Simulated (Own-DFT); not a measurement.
# Which defects push the lattice out? monoclinic HfO2

No measurement is shown. These are fixed-geometry runs of a retired plane-wave code named Own-DFT, which no person has reviewed; spin and spin-orbit coupling are neglected.

Common settings: PBE; PseudoDojo norm-conserving scalar-relativistic files; cutoff 72 hartree; 2 x 2 x 2 k mesh centred on Gamma; Fermi-Dirac smearing of 0.1 eV.

Keep in mind (not all hold for every row): not probed for a lower state with spin; hafnium file: forces about 75 meV/angstrom off all-electron values; oxygen file: force components 24 meV/angstrom off all-electron in a glass; forces on such cells passed a denser k mesh, each cell not checked; stress not checked against mesh or cutoff.

All runs share one cell, with vectors in Å (10.234, 0.000, 0.000); (0.000, 10.350, 0.000); (-1.696, 0.000, 10.445) and a volume of 1106.4 Å³. Atoms were moved at random from their sites; u is the rms move along one axis. The defect's site can differ from row to row.

| cell | formula | u (Å) | P (GPa) |
|---|---|---|---|
| no defect | Hf32O64 | 0.0195 | 3.85 |
| no defect | Hf32O64 | 0.0202 | 3.84 |
| no defect | Hf32O64 | 0.0475 | 5.04 |
| two O vacancies | Hf32O62 | 0.0313 | 3.95 |
| two O vacancies | Hf32O62 | 0.0478 | 4.78 |
| two O vacancies | Hf32O62 | 0.0524 | 5.79 |
| one Si on a Hf site | Hf31O64Si | 0.0286 | 2.66 |
| one Si on a Hf site | Hf31O64Si | 0.0290 | 3.15 |
| one Si on a Hf site | Hf31O64Si | 0.0472 | ? |
| one Si on a Hf site | Hf31O64Si | 0.0511 | 4.67 |

## What the rows give

P = P0 + c u² + a shift for each defect gives P0 = 3.38 GPa, c = 847 ± 121 GPa/Å² and a scatter of 0.30 GPa. The shifts, and each times the cell's volume:

- two O vacancies: -0.24 ± 0.27 GPa, -1.7 eV (-0.8 eV for each of its 2 sites) (not resolved)
- one Si on a Hf site: -1.10 ± 0.25 GPa, -7.6 eV

A positive shift means that the defect pushes the cell outwards. Shift times volume (160.2 GPa Å³ is 1 eV) depends little on the cell's size, so, taken for each site, it can be compared between cells at like pressure. The atoms around the defects weren't relaxed, which would change these numbers.

## The run left out

Question: what pressure belongs in the blank (one Si on a Hf site, u = 0.0472 Å)?

From the fit: 4.17 ± 0.36 GPa. The run itself gave 4.63 GPa.
